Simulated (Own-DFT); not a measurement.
Simulation results for GaAs (zincblende with one plane slipped along a stacking-fault path, atoms displaced), SiC (3C silicon carbide, atoms displaced), SiC (4H silicon carbide, strained, atoms displaced), SiC (4H silicon carbide, atoms displaced)

A calculation, not a measurement: plane-wave PBE density functional theory by an unreviewed code, no spin, of a simulated periodic cell, stress positive in tension, free energy of the whole cell less one offset for each atom, forces on such cells passed a denser k mesh, this cell's mesh not checked; offsets are fitted by least squares, one for each functional and potential file, so energies compare only between cells with the same atoms and settings and are not formation energies; the far tail of each file's local potential was reset to the Coulomb form; each entry is a single point on an unrelaxed cell, so the pressure reflects the starting lattice, mostly measured values (interpolated for alloys), from which strain is counted, and rises with the displacements; printed positions are rounded, which can move forces by about a meV/angstrom; the program, named Own-DFT, is a retired in-house code; no spin-orbit coupling. Program: Own-DFT development build.

Common to all runs: functional PBE; potential files PseudoDojo norm-conserving, scalar-relativistic, standard set; wave cutoff 42 hartree; occupations Fermi-Dirac; smearing width 0.1 eV.

(1) 
```cif
# cell vector a (Å): 5.6533 -5.6533 0.0000
# cell vector b (Å): 0.0000 5.6533 -5.6533
# cell vector c (Å): 11.4950 11.4950 10.9297
data_GaAs
_symmetry_space_group_name_H-M 'P 1'
_symmetry_Int_Tables_number 1
_cell_length_a 7.9950
_cell_length_b 7.9950
_cell_length_c 19.5890
_cell_angle_alpha 88.831
_cell_angle_beta 90.000
_cell_angle_gamma 120.000
_cell_volume 1084.07
loop_
_atom_site_label
_atom_site_type_symbol
_atom_site_fract_x
_atom_site_fract_y
_atom_site_fract_z
_atom_site_occupancy
Ga1 Ga 0.99098 0.99103 0.99485 1
As1 As 0.97836 0.98863 0.12101 1
Ga2 Ga 0.13841 0.31353 0.16349 1
As2 As 0.14965 0.29828 0.29590 1
Ga3 Ga 0.33121 0.15455 0.33868 1
As3 As 0.32044 0.14192 0.45432 1
Ga4 Ga 0.00834 0.03515 0.49743 1
As4 As 0.00623 0.02992 0.62738 1
Ga5 Ga 0.18569 0.36094 0.67213 1
As5 As 0.16671 0.33876 0.79067 1
Ga6 Ga 0.35298 0.16592 0.83391 1
As6 As 0.34980 0.17390 0.95629 1
Ga7 Ga 0.98616 0.49724 0.99840 1
As7 As 0.99984 0.47667 0.11931 1
Ga8 Ga 0.15437 0.81892 0.16610 1
As8 As 0.15553 0.81577 0.29389 1
Ga9 Ga 0.32860 0.64776 0.33383 1
As9 As 0.31087 0.62877 0.45999 1
Ga10 Ga 0.02300 0.53956 0.50072 1
As10 As 0.01699 0.52022 0.62359 1
Ga11 Ga 0.17103 0.85398 0.66569 1
As11 As 0.17400 0.85499 0.79507 1
Ga12 Ga 0.34634 0.66603 0.83299 1
As12 As 0.35790 0.68549 0.95753 1
Ga13 Ga 0.48799 0.99056 0.99994 1
As13 As 0.49191 0.00212 0.12613 1
Ga14 Ga 0.65122 0.30977 0.17150 1
As14 As 0.67296 0.32189 0.28910 1
Ga15 Ga 0.81095 0.14342 0.32823 1
As15 As 0.80679 0.12341 0.45905 1
Ga16 Ga 0.51435 0.02499 0.49660 1
As16 As 0.51185 0.03127 0.62962 1
Ga17 Ga 0.67050 0.33581 0.66536 1
As17 As 0.67633 0.32457 0.79406 1
Ga18 Ga 0.83784 0.17136 0.83420 1
As18 As 0.85013 0.15969 0.95386 1
Ga19 Ga 0.49486 0.48631 0.99285 1
As19 As 0.51444 0.50442 0.12447 1
Ga20 Ga 0.65693 0.82010 0.16697 1
As20 As 0.65667 0.81242 0.29118 1
Ga21 Ga 0.82723 0.63949 0.32884 1
As21 As 0.82950 0.62996 0.46069 1
Ga22 Ga 0.52401 0.54538 0.49554 1
As22 As 0.51660 0.52746 0.62607 1
Ga23 Ga 0.68383 0.86310 0.66960 1
As23 As 0.68213 0.86225 0.79279 1
Ga24 Ga 0.81874 0.66780 0.83503 1
As24 As 0.84838 0.67405 0.96127 1
_calc_k_mesh '4 x 4 x 2 centred on Gamma'
_calc_free_energy_of_cell_above_offsets '-12.852'  # eV
_calc_pressure 5.59  # GPa
_calc_stress_xx -5.78  # GPa
_calc_stress_yy -5.59  # GPa
_calc_stress_zz -5.39  # GPa
_calc_stress_yz 0.85  # GPa
_calc_stress_xz -0.63  # GPa
_calc_stress_xy 1.48  # GPa
```

Force:
```
element  x (eV/Å)  y (eV/Å)  z (eV/Å)
     Ga      1.92    -0.149    -0.064
     As      0.69    -0.767     0.123
     Ga     2.319    -1.266     0.755
     As    -0.321         0    -1.368
     Ga    -1.015    -1.494    -0.728
     As     1.391     1.564    -0.657
     Ga     1.337    -1.129     2.622
     As     0.183    -0.928    -0.612
     Ga    -0.654    -0.738    -0.738
     As     1.393    -0.056     0.695
     Ga    -0.473     1.017    -0.745
     As    -1.211     0.129      1.03
     Ga      0.97     -2.02     0.325
     As    -0.627     2.406    -0.707
     Ga    -0.341     0.055     0.127
     As     0.433    -0.661    -0.664
     Ga    -0.729     0.061     0.482
     As       0.4    -0.501    -3.224
     Ga     0.393    -0.262     3.507
     As     0.062     0.623     0.411
     Ga     0.274     0.409     0.265
     As    -1.147    -1.238     1.327
     Ga     -0.45     0.796    -0.709
     As    -1.601     -0.29     1.496
     Ga     1.701     0.035    -0.825
     As    -0.556    -0.951     0.899
     Ga    -0.104     -0.43    -1.976
     As    -0.717     1.188     0.868
     Ga     1.306    -0.221     1.133
     As    -0.304    -0.315    -3.682
     Ga    -0.779     1.399     2.862
     As    -1.811    -1.819     0.977
     Ga      1.43     1.311    -1.625
     As    -0.417     0.753     -1.92
     Ga     0.989    -0.167    -0.264
     As    -0.674     2.293     -0.42
     Ga     1.795     1.254    -0.504
     As    -1.532    -0.213     1.013
     Ga    -0.339     0.559    -0.352
     As     0.095    -0.233     0.165
     Ga     0.679     1.225     0.058
     As    -1.818     1.091    -3.476
     Ga     0.748    -0.379     2.825
     As     0.045    -0.243    -0.035
     Ga    -0.691    -0.019     0.242
     As    -0.917    -0.853     1.212
     Ga     0.696     -0.79    -0.163
     As    -2.021    -0.034      0.04
```

(2) 
```cif
# cell vector a (Å): 8.7192 0.0000 0.0000
# cell vector b (Å): 0.0000 8.7192 0.0000
# cell vector c (Å): 0.0000 0.0000 8.7192
data_SiC
_symmetry_space_group_name_H-M 'P 1'
_symmetry_Int_Tables_number 1
_cell_length_a 8.7192
_cell_length_b 8.7192
_cell_length_c 8.7192
_cell_angle_alpha 90.000
_cell_angle_beta 90.000
_cell_angle_gamma 90.000
_cell_volume 662.87
loop_
_atom_site_label
_atom_site_type_symbol
_atom_site_fract_x
_atom_site_fract_y
_atom_site_fract_z
_atom_site_occupancy
Si1 Si 0.00048 0.99725 0.99694 1
Si2 Si 0.99577 0.25114 0.25078 1
Si3 Si 0.24864 0.99823 0.24929 1
Si4 Si 0.25219 0.25415 0.00459 1
C1 C 0.12484 0.12349 0.12142 1
C2 C 0.12413 0.37414 0.37352 1
C3 C 0.37419 0.12362 0.37553 1
C4 C 0.37548 0.37630 0.12771 1
Si5 Si 0.99644 0.99697 0.49893 1
Si6 Si 0.00259 0.24891 0.75071 1
Si7 Si 0.25040 0.00641 0.75024 1
Si8 Si 0.24990 0.25428 0.50203 1
C5 C 0.12408 0.13413 0.62349 1
C6 C 0.11970 0.37303 0.87134 1
C7 C 0.36862 0.11835 0.87405 1
C8 C 0.37935 0.37303 0.61673 1
Si9 Si 0.99722 0.49768 0.99643 1
Si10 Si 0.99459 0.74471 0.25231 1
Si11 Si 0.24906 0.48888 0.25257 1
Si12 Si 0.24353 0.74078 0.99659 1
C9 C 0.12588 0.62833 0.12508 1
C10 C 0.12038 0.87771 0.37243 1
C11 C 0.37604 0.62104 0.37383 1
C12 C 0.37495 0.87970 0.13057 1
Si13 Si 0.99966 0.49687 0.49640 1
Si14 Si 0.99935 0.74539 0.74756 1
Si15 Si 0.25391 0.49943 0.74892 1
Si16 Si 0.24354 0.75218 0.49972 1
C13 C 0.12869 0.62634 0.62428 1
C14 C 0.12263 0.87537 0.88665 1
C15 C 0.37860 0.62495 0.88064 1
C16 C 0.37711 0.87782 0.62144 1
Si17 Si 0.49979 0.00123 0.00033 1
Si18 Si 0.50231 0.24632 0.25260 1
Si19 Si 0.75174 0.99736 0.24703 1
Si20 Si 0.75448 0.24961 0.99924 1
C17 C 0.62914 0.13165 0.12115 1
C18 C 0.62066 0.38172 0.37159 1
C19 C 0.88007 0.12812 0.37080 1
C20 C 0.87170 0.37773 0.12386 1
Si21 Si 0.50001 0.00002 0.50243 1
Si22 Si 0.50576 0.25067 0.74570 1
Si23 Si 0.75634 0.00993 0.74779 1
Si24 Si 0.75278 0.24789 0.48922 1
C21 C 0.62014 0.12274 0.62799 1
C22 C 0.63068 0.37288 0.87927 1
C23 C 0.87555 0.12351 0.87866 1
C24 C 0.87870 0.37362 0.62384 1
Si25 Si 0.49617 0.49911 0.00345 1
Si26 Si 0.50025 0.75473 0.24869 1
Si27 Si 0.75112 0.49524 0.24548 1
Si28 Si 0.74781 0.74605 0.99784 1
C25 C 0.61760 0.62958 0.12198 1
C26 C 0.62569 0.87724 0.37188 1
C27 C 0.87841 0.62646 0.37680 1
C28 C 0.88389 0.87507 0.12165 1
Si29 Si 0.50655 0.50036 0.50057 1
Si30 Si 0.50204 0.75197 0.74210 1
Si31 Si 0.75123 0.50409 0.75111 1
Si32 Si 0.75219 0.75096 0.50086 1
C29 C 0.62591 0.62351 0.62528 1
C30 C 0.62580 0.86986 0.87533 1
C31 C 0.87321 0.62242 0.87357 1
C32 C 0.87334 0.87807 0.61881 1
_calc_k_mesh '4 x 4 x 4 centred on Gamma'
_calc_free_energy_of_cell_above_offsets '-8.865'  # eV
_calc_pressure 4.08  # GPa
_calc_stress_xx -4.12  # GPa
_calc_stress_yy -3.98  # GPa
_calc_stress_zz -4.14  # GPa
_calc_stress_yz -0.11  # GPa
_calc_stress_xz 0.99  # GPa
_calc_stress_xy -0.1  # GPa
```

Force:
```
element  x (eV/Å)  y (eV/Å)  z (eV/Å)
     Si     0.115     0.856      1.12
     Si     1.461    -0.135    -1.256
     Si    -0.228     0.618     0.054
     Si    -0.692    -1.101    -1.046
      C    -0.332     0.822     0.728
      C    -0.371    -0.451     0.325
      C     -0.04     0.302     0.239
      C     0.202    -0.989     -0.15
     Si     1.209     1.377    -0.381
     Si    -0.941     0.133    -0.217
     Si    -0.988    -1.564    -0.433
     Si     0.154     -0.88    -1.077
      C    -0.003    -1.937     0.057
      C     1.515     0.661     0.804
      C     1.844     2.357      0.67
      C     0.085     0.712     1.656
     Si     0.692     0.654     0.569
     Si     1.519     1.261    -1.017
     Si     0.308     2.612     -0.44
     Si     1.549     1.989     1.144
      C    -0.864    -2.168     0.554
      C     0.128    -0.664     0.437
      C    -0.285     0.673     0.384
      C    -0.124    -0.919    -1.311
     Si     0.463     0.514     0.835
     Si     0.189     1.161     0.657
     Si    -0.068    -0.091     0.088
     Si     1.491    -0.092    -0.856
      C    -0.749    -0.665     0.123
      C     0.598    -0.813    -3.445
      C    -0.608    -0.242    -1.852
      C    -1.121    -0.492     0.522
     Si    -0.021    -0.502    -0.141
     Si    -0.501     0.489     -0.47
     Si      0.34     0.504    -0.515
     Si    -0.424      0.19     0.067
      C    -0.409    -1.253     0.684
      C     1.449      -1.6     0.023
      C    -1.264    -1.259     0.361
      C     1.005    -0.697    -0.158
     Si    -0.026     0.096    -0.996
     Si    -1.261     0.044     1.349
     Si    -1.385    -2.026     0.538
     Si    -0.774     0.794     1.702
      C     1.783     0.503    -1.366
      C     -1.02     0.643    -0.905
      C     0.691     0.535    -0.792
      C    -0.959      0.05     -0.11
     Si     1.051    -0.016    -0.328
     Si    -0.792     -0.72     0.366
     Si    -1.108     2.041      0.53
     Si     0.409     0.786     0.359
      C     1.498    -0.931     0.621
      C     0.357     -0.21     0.827
      C    -1.265    -1.072    -0.115
      C    -2.122    -0.792     0.578
     Si    -1.382     0.594    -0.574
     Si    -0.401    -0.078     1.594
     Si    -0.156    -1.511    -0.411
     Si    -0.759    -0.115    -0.715
      C     0.453     0.453    -0.244
      C     0.207      1.43    -0.758
      C     0.373     0.478     0.036
      C     0.308    -0.351     1.475
```

(3) 
```cif
# cell vector a (Å): 9.1845 0.1035 0.1252
# cell vector b (Å): -4.5026 7.8875 0.0659
# cell vector c (Å): 0.1363 0.1615 10.2441
data_SiC
_symmetry_space_group_name_H-M 'P 1'
_symmetry_Int_Tables_number 1
_cell_length_a 9.1859
_cell_length_b 9.0824
_cell_length_c 10.2463
_cell_angle_alpha 89.178
_cell_angle_beta 88.447
_cell_angle_gamma 119.064
_cell_volume 746.56
loop_
_atom_site_label
_atom_site_type_symbol
_atom_site_fract_x
_atom_site_fract_y
_atom_site_fract_z
_atom_site_occupancy
Si1 Si 0.98773 0.98373 0.40514 1
Si2 Si 0.11830 0.22186 0.16268 1
C1 C 0.99214 0.99584 0.09631 1
C2 C 0.12223 0.22055 0.34193 1
Si3 Si 0.00612 0.33906 0.40720 1
Si4 Si 0.11220 0.55480 0.15367 1
C3 C 0.99501 0.33324 0.09548 1
C4 C 0.11539 0.56810 0.32973 1
Si5 Si 0.99171 0.66317 0.40851 1
Si6 Si 0.10786 0.89031 0.16182 1
C5 C 0.00256 0.67532 0.10239 1
C6 C 0.11903 0.90226 0.33511 1
Si7 Si 0.33580 0.00526 0.40836 1
Si8 Si 0.44451 0.22257 0.15531 1
C7 C 0.33520 0.98958 0.09640 1
C8 C 0.44436 0.23465 0.34863 1
Si9 Si 0.33496 0.33229 0.41442 1
Si10 Si 0.44497 0.54571 0.15887 1
C9 C 0.33717 0.32115 0.08692 1
C10 C 0.44236 0.54469 0.34032 1
Si11 Si 0.32566 0.67091 0.40468 1
Si12 Si 0.44118 0.87627 0.15306 1
C11 C 0.32628 0.66650 0.08962 1
C12 C 0.44510 0.89416 0.34646 1
Si13 Si 0.66019 0.99703 0.40477 1
Si14 Si 0.78145 0.22914 0.15054 1
C13 C 0.65764 0.99718 0.09597 1
C14 C 0.78623 0.21095 0.34077 1
Si15 Si 0.66642 0.33622 0.42018 1
Si16 Si 0.78086 0.55266 0.15020 1
C15 C 0.66403 0.32618 0.08487 1
C16 C 0.77181 0.54666 0.33904 1
Si17 Si 0.66319 0.65619 0.40304 1
Si18 Si 0.77527 0.88615 0.15274 1
C17 C 0.65453 0.66404 0.09945 1
C18 C 0.77884 0.88658 0.34732 1
Si19 Si 0.00040 0.99972 0.90519 1
Si20 Si 0.89662 0.77694 0.65257 1
C19 C 0.99476 0.00723 0.60028 1
C20 C 0.89839 0.77677 0.84058 1
Si21 Si 0.00315 0.67322 0.89942 1
Si22 Si 0.89140 0.44848 0.65107 1
C21 C 0.00902 0.67886 0.59617 1
C22 C 0.87944 0.43423 0.84533 1
Si23 Si 0.98785 0.31937 0.90181 1
Si24 Si 0.88704 0.10217 0.65198 1
C23 C 0.00788 0.34028 0.60862 1
C24 C 0.88996 0.11165 0.84617 1
Si25 Si 0.67043 0.00192 0.90012 1
Si26 Si 0.55050 0.78314 0.65406 1
C25 C 0.65555 0.99057 0.59591 1
C26 C 0.56446 0.78126 0.84155 1
Si27 Si 0.66187 0.66823 0.90602 1
Si28 Si 0.55185 0.43881 0.65423 1
C27 C 0.67607 0.65917 0.59186 1
C28 C 0.54573 0.43375 0.84478 1
Si29 Si 0.65788 0.32881 0.90608 1
Si30 Si 0.55780 0.09513 0.65821 1
C29 C 0.67204 0.34568 0.59674 1
C30 C 0.56598 0.11587 0.84471 1
Si31 Si 0.33598 0.00282 0.91341 1
Si32 Si 0.22138 0.77392 0.65608 1
C31 C 0.34437 0.00073 0.59459 1
C32 C 0.23453 0.78697 0.84126 1
Si33 Si 0.34541 0.67268 0.90951 1
Si34 Si 0.22138 0.43532 0.65551 1
C33 C 0.33427 0.67351 0.58491 1
C34 C 0.21508 0.43771 0.84459 1
Si35 Si 0.32148 0.33865 0.90803 1
Si36 Si 0.22591 0.11029 0.66551 1
C35 C 0.33896 0.33462 0.59623 1
C36 C 0.22012 0.10953 0.84812 1
_calc_hardware 'one NVIDIA H100'
_calc_k_mesh '4 x 4 x 3 centred on Gamma'
_calc_free_energy_of_cell_above_offsets '-4.012'  # eV
_calc_pressure 5.49  # GPa
_calc_stress_xx -11.17  # GPa
_calc_stress_yy -8.21  # GPa
_calc_stress_zz 2.92  # GPa
_calc_stress_yz 4.73  # GPa
_calc_stress_xz 4.28  # GPa
_calc_stress_xy 5.68  # GPa
_calc_wall_time 367.8  # s
```

Force:
```
element  x (eV/Å)  y (eV/Å)  z (eV/Å)
     Si     0.718     3.137     0.615
     Si    -1.328    -0.409    -1.273
      C     1.119     1.013    -0.892
      C    -1.567     0.082     1.882
     Si     0.556    -0.795     -0.64
     Si    -1.459    -0.053    -1.165
      C     2.225     0.248    -1.095
      C      0.02    -1.337     3.399
     Si     0.672     1.183    -1.668
     Si     0.695     0.227    -1.945
      C     0.276    -1.155    -2.289
      C     0.143    -1.901     3.414
     Si    -0.488     0.527    -0.397
     Si     1.694    -1.556     1.025
      C    -1.679     1.444     0.051
      C     2.915     -1.91    -0.756
     Si    -1.493    -0.072    -0.729
     Si    -2.114     -0.56    -0.315
      C    -2.533     1.776     0.757
      C    -1.241     1.982     1.136
     Si     1.689    -0.564    -0.961
     Si    -0.448      1.55     1.514
      C     2.354    -1.417     0.459
      C     0.205    -0.705    -1.185
     Si     1.086    -0.531     0.138
     Si    -0.447    -2.378     1.462
      C     1.857     0.487    -1.217
      C    -1.832     2.472     0.951
     Si     0.583    -1.471    -2.911
     Si    -1.085    -0.281     0.475
      C    -0.514     1.372     1.561
      C     1.126      0.76     0.329
     Si    -0.651     0.877     0.491
     Si    -1.152     0.275     1.347
      C     2.625     0.484     -1.85
      C    -1.234    -1.277    -0.868
     Si     0.047    -0.748     0.922
     Si    -2.849     0.947     1.414
      C      4.69    -2.592    -2.355
      C    -3.022     0.803    -0.227
     Si     2.117    -2.081     2.086
     Si    -0.602     0.093     2.375
      C     1.144    -1.991    -1.721
      C     0.181     2.048    -0.787
     Si     0.202     3.018     1.579
     Si    -3.537     2.553     2.196
      C    -0.864     -1.76    -3.309
      C     0.329    -1.965    -1.589
     Si    -0.192     -0.34     2.231
     Si     1.983    -3.711     0.189
      C     3.436     1.892    -2.139
      C    -1.465     0.191    -0.722
     Si     2.434    -1.599     0.216
     Si    -0.147     1.395      1.97
      C    -1.997     1.207    -0.128
      C    -0.899     1.739    -0.384
     Si     0.862     0.662     -0.57
     Si    -3.095     3.856     1.245
      C     1.831    -2.822    -0.009
      C    -1.603    -1.382     -0.82
     Si     0.519    -0.078    -0.764
     Si     0.643     1.499      0.48
      C     -1.86    -0.082     0.015
      C    -0.427    -1.125     0.257
     Si    -1.733    -1.076    -1.163
     Si     0.117     2.413     1.069
      C     0.655    -2.076     1.473
      C    -1.125     2.052    -0.597
     Si      3.15    -1.951    -0.176
     Si    -0.103    -0.229    -1.036
      C    -0.453    -0.993    -0.175
      C     0.343     0.708     0.104
```

(4) 
```cif
# cell vector a (Å): 6.1654 0.0000 0.0000
# cell vector b (Å): -3.0827 5.3394 0.0000
# cell vector c (Å): 0.0000 0.0000 10.0681
data_SiC
_symmetry_space_group_name_H-M 'P 1'
_symmetry_Int_Tables_number 1
_cell_length_a 6.1654
_cell_length_b 6.1654
_cell_length_c 10.0681
_cell_angle_alpha 90.000
_cell_angle_beta 90.000
_cell_angle_gamma 120.000
_cell_volume 331.44
loop_
_atom_site_label
_atom_site_type_symbol
_atom_site_fract_x
_atom_site_fract_y
_atom_site_fract_z
_atom_site_occupancy
Si1 Si 0.98011 0.98987 0.42027 1
Si2 Si 0.16756 0.35882 0.15301 1
C1 C 0.02541 0.02646 0.09985 1
C2 C 0.17052 0.33066 0.34335 1
Si3 Si 0.97710 0.48708 0.40442 1
Si4 Si 0.17762 0.81592 0.16238 1
C3 C 0.00498 0.47149 0.09198 1
C4 C 0.18726 0.80693 0.34413 1
Si5 Si 0.48613 0.02530 0.41532 1
Si6 Si 0.67626 0.33944 0.16674 1
C5 C 0.52977 0.01215 0.08357 1
C6 C 0.62762 0.33367 0.34222 1
Si7 Si 0.47310 0.48007 0.40334 1
Si8 Si 0.66628 0.81976 0.13355 1
C7 C 0.50577 0.49770 0.09766 1
C8 C 0.67156 0.84045 0.35491 1
Si9 Si 0.96877 0.98886 0.89180 1
Si10 Si 0.82924 0.66597 0.65738 1
C9 C 0.02002 0.99635 0.59107 1
C10 C 0.81633 0.65565 0.82902 1
Si11 Si 0.02237 0.50865 0.91725 1
Si12 Si 0.82107 0.18287 0.65291 1
C11 C 0.99149 0.50124 0.58915 1
C12 C 0.83673 0.18324 0.84052 1
Si13 Si 0.52588 0.96704 0.89886 1
Si14 Si 0.33989 0.68225 0.67098 1
C13 C 0.51686 0.00809 0.59319 1
C14 C 0.33828 0.69229 0.84132 1
Si15 Si 0.50320 0.48850 0.88991 1
Si16 Si 0.30249 0.15122 0.65036 1
C15 C 0.51571 0.51798 0.60136 1
C16 C 0.34507 0.17206 0.84724 1
_calc_hardware 'one NVIDIA H100'
_calc_k_mesh '5 x 5 x 3 centred on Gamma'
_calc_free_energy_of_cell_above_offsets '6.301'  # eV
_calc_pressure 11.66  # GPa
_calc_stress_xx -10.69  # GPa
_calc_stress_yy -10.91  # GPa
_calc_stress_zz -13.38  # GPa
_calc_stress_yz -1.6  # GPa
_calc_stress_xz -3.93  # GPa
_calc_stress_xy -3.32  # GPa
_calc_wall_time 120.8  # s
```

Force:
```
element  x (eV/Å)  y (eV/Å)  z (eV/Å)
     Si     1.408     0.461    -4.807
     Si     7.992    -5.358     3.621
      C    -0.359     -3.68    -1.853
      C    -3.982    -1.948    -0.144
     Si     1.787     0.406      0.24
     Si    -0.559      3.03    -1.762
      C    -6.884     5.327    -0.452
      C    -3.346     0.692      0.31
     Si     3.636     -3.76     -1.49
     Si    -0.932    -1.789    -3.398
      C    -1.516    -1.537     1.053
      C     4.617    -0.329      0.38
     Si    -0.647     6.295     2.888
     Si     1.771      3.74      4.44
      C     0.062    -0.723    -2.526
      C    -1.857    -1.073    -1.579
     Si     4.647     1.638     2.538
     Si      1.25     0.086    -2.862
      C    -6.014    -2.159     0.789
      C     2.295     1.342     4.191
     Si    -2.531    -0.386    -3.079
     Si     2.897     0.293     0.878
      C     0.948     0.797     1.039
      C     1.137      0.07    -1.121
     Si    -3.911     9.376     3.951
     Si     0.199    -1.198    -6.339
      C    -3.629    -0.978     0.818
      C     0.171    -7.493     0.948
     Si    -1.125    -0.041     2.714
     Si     7.026      5.24     4.215
      C     -3.14    -2.578    -1.496
      C     -1.41    -3.764    -2.103
```
